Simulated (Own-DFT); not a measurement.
# How strain changes the stress of wurtzite GaN, 96 atoms (Ga48N48)

All numbers below are calculated, not measured. The program, named Own-DFT, is a retired in-house plane-wave density functional code that no person has reviewed. Each row is one single-point run on a periodic cell that was not relaxed, without spin or spin-orbit coupling.

Settings of every run: PBE; PseudoDojo norm-conserving scalar-relativistic files (stringent for Ga); cutoff 96 hartree; 3 x 4 x 3 k mesh centred on Gamma; Gaussian smearing of 0.01 eV.

Known limits: forces on such cells passed a denser k mesh, each cell not checked; stress not checked against mesh or cutoff.

Unstrained cell vectors in Å: (12.756, 0.000, 0.000); (-4.784, 8.285, 0.000); (0.000, 0.000, 10.370). The unstrained cell has measured lattice constants (interpolated for alloys), not those of this functional. That, the random moves and any unrelaxed bonds set the pressure at no strain. Each run strains this cell uniformly, with the atoms carried along. Every atom was also moved at random, by a Gaussian of width 0.05 Å on each axis. Strain is the symmetric tensor, in per cent. Stress is positive in tension, and the pressure is minus a third of its trace.

```
run,e_xx (%),e_yy (%),e_zz (%),e_yz (%),e_xz (%),e_xy (%),s_xx (GPa),s_yy (GPa),s_zz (GPa),s_yz (GPa),s_xz (GPa),s_xy (GPa),P (GPa),E (meV/atom)
1,-1.41,1.45,0.31,0.08,-1.76,0.03,-11.91,-1.18,-6.55,0.24,-3.51,0.18,6.55,11.2
2,-1.40,1.27,0.86,0.33,1.03,-0.46,-10.94,-4.28,-2.07,0.21,1.61,-1.54,5.76,4.8
3,1.18,1.90,0.02,-1.16,1.41,-0.87,-1.27,2.24,-5.86,-2.31,2.84,-1.52,1.63,4.3
4,-0.66,-1.71,0.95,1.89,1.48,0.37,-11.06,-14.17,-5.26,3.32,3.13,0.71,10.16,21.1
5,0.61,-0.26,-0.87,-0.69,-0.68,-1.15,-5.87,-8.23,-10.30,-0.55,-1.91,-3.43,8.13,9.7
6,1.93,-1.70,0.26,-0.38,0.63,-1.65,-2.35,-13.14,-4.16,-0.79,1.24,-3.17,6.55,21.0
7,-0.56,1.75,-0.01,0.86,1.66,-1.97,-9.83,-0.94,-5.19,1.24,3.46,-6.54,5.32,16.2
8,-0.77,0.94,0.17,-0.90,1.56,-0.75,-9.80,-4.08,-5.38,-1.66,3.72,-2.37,6.42,5.2
9,1.01,-0.11,0.72,1.47,-0.31,-1.96,-2.15,-6.51,-4.48,3.21,-0.34,-5.53,4.38,15.2
10,1.69,-0.94,-1.49,0.74,0.65,0.94,-2.82,-9.04,-14.83,0.89,2.06,2.30,8.90,18.5
11,1.92,1.20,-1.29,-1.92,0.36,-0.66,0.18,-1.01,-11.43,-4.10,1.26,-0.79,4.09,15.5
12,0.82,0.68,-1.30,1.69,-1.02,0.29,-4.96,-5.35,-10.48,4.90,-1.25,-0.56,6.93,15.3
13,-1.25,0.82,1.71,-0.70,1.49,-0.72,-9.57,-2.90,-1.71,-1.10,2.89,-2.24,4.73,7.6
14,-1.68,1.61,1.78,0.22,1.03,-1.96,-11.49,-1.63,0.23,0.58,2.64,-6.77,4.30,13.6
15,-1.90,1.10,-1.64,-1.95,1.05,-1.07,-15.95,-4.97,-16.59,-4.44,2.78,-3.63,12.50,33.3
16,0.70,0.39,-0.96,-1.45,-1.18,0.11,-4.05,-5.00,-11.16,-2.86,-2.26,2.06,6.74,0.0
17,-0.02,-0.13,1.47,-1.14,1.93,-1.44,?,?,?,?,?,?,?,?
```

E is the free energy for each atom above the lowest run shown.

## Worked fit

Each stress component was fitted by least squares to a constant and the strains of the runs shown, as fractions, with shears doubled. Shear strains stay in the fit of a normal stress only where such slopes are resolved. The slopes, in GPa:

| stress | at no strain | per e_xx | per e_yy | per e_zz | scatter |
|---|---|---|---|---|---|
| s_xx | -7.6 | 404 ± 19 | 89 ± 19 | 91 ± 21 | 0.77 |
| s_yy | -7.1 | 87 ± 21 | 409 ± 22 | 42 ± 23 | 0.87 |
| s_zz | -7.4 | 82 ± 32 | 70 ± 33 | 451 ± 35 | 1.32 |

Each shear stress against twice its own strain: yz 104 ± 7, xz 105 ± 6, xy 150 ± 9 GPa. These are stiffnesses along x, y and z of the frame in which the cell vectors are given, which need not be the crystal's axes. The atoms are held to the strained lattice; where symmetry lets them move under strain, relaxing them would lower some slopes. The table should be nearly symmetric about its diagonal, and what it lacks of that shows the noise. A ninth of its sum, 192 ± 5 GPa, estimates the bulk modulus near the mean pressure of these runs, 6.4 GPa, so it lies above the value at zero pressure.

## Withheld run

Question: what normal stresses and pressure should run 17 give?

The fit gives s_xx = -6.4, s_yy = -7.1, s_zz = -0.8 and P = 4.8 GPa. The calculation gave -6.21, -5.85, -2.59 and P = 4.88 GPa.
